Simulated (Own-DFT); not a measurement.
Hf31SiO64 (monoclinic hafnia with substituted atoms, atoms displaced) (calculated)

A calculation, not a measurement: plane-wave PBE and HSE06 DFT by an unreviewed code, no spin, of a simulated cell at Gamma alone, so results move with cell size and shape, stress positive in tension, energies less offsets, not probed for a lower state with spin; hafnium file: forces about 75 meV/angstrom off all-electron values; oxygen file: force components 24 meV/angstrom off all-electron in a glass; k mesh not checked against a denser one; forces and stress are PBE's, HSE06 gives the energy alone, and its difference from PBE has offsets of its own; offsets are fitted by least squares, one for each functional and potential file, so energies compare only between cells with the same atoms and settings and are not formation energies; the far tail of each file's local potential was reset to the Coulomb form; each entry is a single point on an unrelaxed cell, so the pressure reflects the starting lattice, mostly measured values, from which strain is counted, and rises with the displacements; printed positions are rounded, which can move forces by about a meV/angstrom; the program is a retired in-house code; no spin-orbit coupling. Program: Own-DFT development build.

Hf31SiO64 (monoclinic hafnia with substituted atoms, atoms displaced)

```
Hf31SiO64
1.0
     10.2340     0.0000     0.0000
      0.0000    10.3500     0.0000
     -1.6955     0.0000    10.4453
Hf O Hf O Hf O Hf O Hf O Hf Si Hf O Hf O Hf O
4 8 4 8 4 8 4 8 4 8 1 1 2 8 4 8 4 8
Direct
  0.13565 0.01454 0.10910
  0.35511 0.27805 0.14194
  0.35827 0.47941 0.40070
  0.13508 0.23431 0.35178
  0.02805 0.17220 0.17129
  0.46637 0.40636 0.07796
  0.46419 0.33530 0.32692
  0.03830 0.08357 0.43065
  0.21618 0.38442 0.24227
  0.27110 0.12586 0.01177
  0.28910 0.12951 0.26216
  0.22903 0.37191 0.48995
  0.14374 0.02657 0.60705
  0.36324 0.27117 0.64185
  0.36712 0.48483 0.88826
  0.14286 0.22983 0.85621
  0.04871 0.16627 0.68204
  0.47164 0.41601 0.58423
  0.46396 0.33291 0.82464
  0.04324 0.07538 0.91710
  0.23232 0.38974 0.74622
  0.27667 0.13327 0.51142
  0.27659 0.12147 0.75798
  0.21989 0.37305 0.99104
  0.13506 0.51686 0.10044
  0.36144 0.76770 0.15129
  0.36507 0.97869 0.39419
  0.13485 0.73275 0.35209
  0.03198 0.67112 0.17212
  0.45680 0.91692 0.06907
  0.45476 0.82991 0.32881
  0.02909 0.58934 0.42700
  0.22279 0.87533 0.24585
  0.28244 0.63097 0.00949
  0.28007 0.62305 0.26423
  0.21200 0.86740 0.47684
  0.13781 0.51569 0.60122
  0.36193 0.77060 0.64923
  0.35668 0.97871 0.89769
  0.13896 0.72333 0.84724
  0.03458 0.66070 0.67210
  0.45868 0.90055 0.57186
  0.46582 0.83693 0.82457
  0.03340 0.58766 0.92339
  0.22355 0.88632 0.73884
  0.27883 0.62431 0.50458
  0.27308 0.61835 0.76092
  0.22145 0.86244 0.98998
  0.63926 0.01888 0.10386
  0.85652 0.26654 0.15258
  0.86296 0.47355 0.40400
  0.64366 0.22084 0.35157
  0.52852 0.16956 0.18125
  0.95841 0.40810 0.06707
  0.96499 0.32508 0.33685
  0.53865 0.07919 0.41713
  0.71710 0.38141 0.23961
  0.78591 0.13034 0.01933
  0.77411 0.12356 0.26220
  0.72641 0.36709 0.48832
  0.63809 0.02147 0.60000
  0.86320 0.25681 0.64203
  0.86396 0.48176 0.90153
  0.63459 0.23101 0.85619
  0.54219 0.16534 0.67525
  0.96969 0.41935 0.57668
  0.96146 0.33900 0.82614
  0.53253 0.07847 0.92241
  0.72818 0.38425 0.74492
  0.76995 0.13252 0.51586
  0.77330 0.12493 0.75599
  0.73205 0.37715 0.98788
  0.64145 0.52225 0.10252
  0.86521 0.76932 0.14865
  0.86603 0.97996 0.39542
  0.64392 0.72401 0.35273
  0.53631 0.66313 0.17004
  0.95683 0.91193 0.07420
  0.95156 0.84263 0.32124
  0.53169 0.58402 0.42668
  0.72095 0.87386 0.23888
  0.76931 0.63071 0.00710
  0.77450 0.62347 0.25679
  0.72692 0.86182 0.49089
  0.63879 0.52335 0.60364
  0.86193 0.76785 0.65168
  0.85632 0.98065 0.90102
  0.63631 0.73870 0.85719
  0.54660 0.65848 0.67417
  0.95096 0.91236 0.57696
  0.96103 0.83453 0.82782
  0.53674 0.58672 0.92653
  0.72516 0.87519 0.73655
  0.78002 0.63238 0.51210
  0.77297 0.62381 0.76669
  0.71997 0.86741 0.98530
```

Settings of this run: first functional PBE, second functional HSE06, exact exchange share 0.25, screening 0.11 1/bohr, exchange divergence Gygi-Baldereschi, potential files PseudoDojo norm-conserving, scalar-relativistic, made for PBE, standard set, wave cutoff 48 hartree, occupations fixed and k mesh 1 x 1 x 1 centred on Gamma.

Results for Hf31SiO64 (monoclinic hafnia with substituted atoms, atoms displaced): PBE energy of cell above offsets -86.329 eV; HSE06 less PBE above offsets 0.411 eV; PBE pressure 4.19 GPa; PBE stress xx -3.89 GPa; PBE stress yy -3.55 GPa; PBE stress zz -5.13 GPa; PBE stress yz -0.18 GPa; PBE stress xz 0.23 GPa; PBE stress xy 0.25 GPa.

Force:
```csv
element,x (eV/Å),y (eV/Å),z (eV/Å)
Hf,0.202,0.773,-1.36
Hf,0.801,-0.942,1.561
Hf,2.117,0.064,-1.138
Hf,1.233,-1.027,0.313
O,1.682,-1.584,0.322
O,0.841,1.442,-1.14
O,-0.234,0.185,0.369
O,-0.29,0.35,-0.778
O,-0.068,-0.342,-0.242
O,0.297,0.264,0.063
O,-1.871,-1.179,0.133
O,-0.917,-0.534,0.347
Hf,-0.792,-1.509,-0.828
Hf,0.767,0.498,0.888
Hf,0,-0.437,2.299
Hf,-1.3,0.426,0.647
O,-3.538,1.541,-1.901
O,-1.063,-0.579,-0.465
O,0.456,-0.359,0.327
O,-1.036,-0.08,0.773
O,-0.495,-1.578,-1.183
O,0.122,-0.698,-0.169
O,0.513,0.596,0.374
O,0.073,0.244,-0.189
Hf,0.017,0.952,-0.114
Hf,0.441,-0.402,-1.054
Hf,-0.919,-0.137,-0.22
Hf,0.072,-1.446,0.488
O,0.925,-1.005,-0.018
O,1.08,-0.133,1.475
O,1.66,-0.258,-0.116
O,0.327,-0.111,-0.529
O,-0.448,1.247,-1.457
O,-0.648,-1.045,-0.076
O,-0.869,-0.108,-0.725
O,0.481,1.173,2.038
Hf,0.351,1.259,0.442
Hf,0.238,-1.322,-0.764
Hf,-0.246,-0.138,0.056
Hf,-1.259,0.991,1.375
O,0.302,0.232,0.208
O,1.194,2.016,-0.191
O,-0.797,0.041,-0.341
O,0.717,0.067,0.516
O,0.212,-1.136,-0.166
O,-0.723,0.842,1.33
O,0.703,1.054,-0.79
O,-0.35,0.865,0.36
Hf,-2.03,0.01,0.216
Hf,0.323,2.076,-1.129
Hf,-0.594,1.109,-0.832
Hf,-2.721,3.185,0.268
O,1.49,-1.777,-1.608
O,1.844,0.52,2.41
O,-0.888,0.764,-0.417
O,-0.152,-0.723,0.982
O,1.012,-0.532,0.35
O,-1.314,-0.855,-0.938
O,0.556,-1.053,-0.127
O,0.612,-0.557,0.707
Hf,-0.206,-1.326,0.99
Si,0.102,1.096,2.336
Hf,-1.061,0.163,-2.795
Hf,0.824,0.981,-0.536
O,-1.27,-0.047,-0.637
O,-1.741,-2.798,0.782
O,1.262,-2.019,-1.673
O,1.089,0.839,0.236
O,-0.035,-1.299,-1.179
O,2.014,1.141,1.06
O,1.377,0.297,-0.13
O,-2.014,-1.497,0.569
Hf,-0.654,-0.42,0.067
Hf,-1.903,-0.863,-1.229
Hf,-0.976,-0.478,1.707
Hf,-1.192,0.127,0.685
O,-0.676,0.669,0.462
O,1.327,1.373,0.349
O,2.493,-1.401,0.285
O,0.741,0.452,-0.545
O,-0.689,1.275,-0.613
O,0.746,0.425,1.026
O,0.54,-0.789,0.686
O,-0.888,1.315,-0.774
Hf,1.497,-1.185,0.645
Hf,-0.411,-0.325,-0.271
Hf,1.97,-0.338,-1.947
Hf,0.863,-2.754,-1.21
O,-3.152,2.394,0.559
O,2.315,1.782,-0.128
O,0.636,-0.087,0.451
O,-0.59,-0.054,-0.764
O,-1.028,1.465,0.411
O,-0.206,-1.335,-0.675
O,0.704,0.144,-0.192
O,0.095,1.882,1.353
```
